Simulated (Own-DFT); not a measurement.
# Point defects and the pressure they add: grey tin

Source: density functional calculations with Own-DFT, an unreviewed in-house program that is no longer used. Nothing was measured or relaxed, and spin and spin-orbit coupling are left out.

Method: PBE; PseudoDojo norm-conserving scalar-relativistic files; cutoff 42 hartree; 3 x 3 x 3 k mesh centred on Gamma; cold (Marzari-Vanderbilt) smearing of 0.2 eV.

Keep in mind (not all hold for every row): not probed for a lower state with spin; forces on such cells moved up to 12 meV/angstrom on a denser k mesh; stress not checked against mesh or cutoff.

All runs share one cell, with vectors in Å (12.978, 0.000, 0.000); (0.000, 12.978, 0.000); (0.000, 0.000, 12.978) and a volume of 2185.9 Å³. The atoms are randomly displaced, by u rms on each axis. The defect's site can differ from row to row.

```
            cell  formula   u (Å)  P (GPa)
       no defect     Sn64  0.0187     3.37
       no defect     Sn64  0.0471     3.62
       no defect     Sn64  0.0489     3.60
two Sn vacancies     Sn62  0.0295     3.12
two Sn vacancies     Sn62  0.0304        ?
two Sn vacancies     Sn62  0.0480     3.33
two Sn vacancies     Sn62  0.0508     3.28
  one Sn vacancy     Sn63  0.0284     3.21
  one Sn vacancy     Sn63  0.0471     3.38
  one Sn vacancy     Sn63  0.0529     3.42
```

## Working it out

P = P0 + c u² + a shift for each defect gives P0 = 3.34 GPa, c = 115 ± 12 GPa/Å² and a scatter of 0.03 GPa. The shifts, and each times the cell's volume:

- one Sn vacancy: -0.22 ± 0.02 GPa, -3.1 eV
- two Sn vacancies: -0.32 ± 0.02 GPa, -4.3 eV (-2.1 eV for each of its 2 sites)

A positive shift means that the defect pushes the cell outwards. Shift times volume (160.2 GPa Å³ is 1 eV) depends little on the cell's size, so, taken for each site, it can be compared between cells at like pressure. The atoms around the defects weren't relaxed, which would change these numbers.

## Withheld run

Q: what pressure belongs in the blank (two Sn vacancies, u = 0.0304 Å)?

The fit gives 3.13 ± 0.04 GPa. The run itself gave 3.13 GPa.
